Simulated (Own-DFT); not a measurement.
# Energy and forces against displacement in rutile TiO2, 72 atoms (O48Ti24)

All numbers below are calculated, not measured. The program, named Own-DFT, is a retired in-house plane-wave density functional code that no person has reviewed. Each row is one single-point run on a periodic cell that was not relaxed, without spin or spin-orbit coupling.

Settings of every run: PBE; PseudoDojo norm-conserving scalar-relativistic files; cutoff 72 hartree; 3 x 3 x 3 k mesh centred on Gamma; Fermi-Dirac smearing of 0.1 eV.

Known limits, some of them of some rows only: some atoms lie very close together; oxygen file: force components 24 meV/angstrom off all-electron in a glass; forces on such cells passed a denser k mesh, each cell not checked; stress not checked against mesh or cutoff.

Cell vectors in Å: (9.187, 0.000, 0.000); (0.000, 9.187, 0.000); (0.000, 0.000, 8.876). In each run every atom was moved at random and independently from its ideal site; u is the rms move along one axis. E is the free energy for each atom above the fitted value at u = 0, and F the rms of the force components.

```
run   u (Å)  E (meV/atom)  F (eV/Å)  largest force (eV/Å)  P (GPa)
  1  0.0187           7.3     0.359                  1.55     4.85
  2  0.0193             ?         ?                     ?        ?
  3  0.0208           7.8     0.377                  1.45     5.03
  4  0.0527          48.8     0.897                  3.44     6.83
  5  0.0527          49.3     0.916                  3.12     6.07
  6  0.0746          98.7     1.243                  4.81     9.32
  7  0.0788         139.0     1.756                  8.03     9.27
  8  0.1190         367.5     3.327                 19.75    18.97
```

## Worked fit

For small independent moves the energy grows as E = (3/2) K u², with K the mean stiffness felt by one atom. The runs with u up to 0.11 Å give K = 12.7 ± 0.8 eV/Å², with residuals divided by u² + 0.0006 Å², since the noise grows with the moves. The scatter is 5.8 meV/atom at u = 0.05 Å. The forces follow F = G u with G = 18.5 eV/Å²; no force at u = 0 is resolved. G exceeds K because the moves of its neighbours add to the force on an atom, and stiffness differs between atoms. The pressure follows P = 4.50 + 793 u² GPa: at fixed volume, shortened bonds push harder than stretched ones pull.

## Withheld run

Question: what energy and rms force should run 2 give?

The fit gives 7 ± 2 meV/atom and about 0.36 eV/Å. The calculation gave 7.5 meV/atom and 0.363 eV/Å.
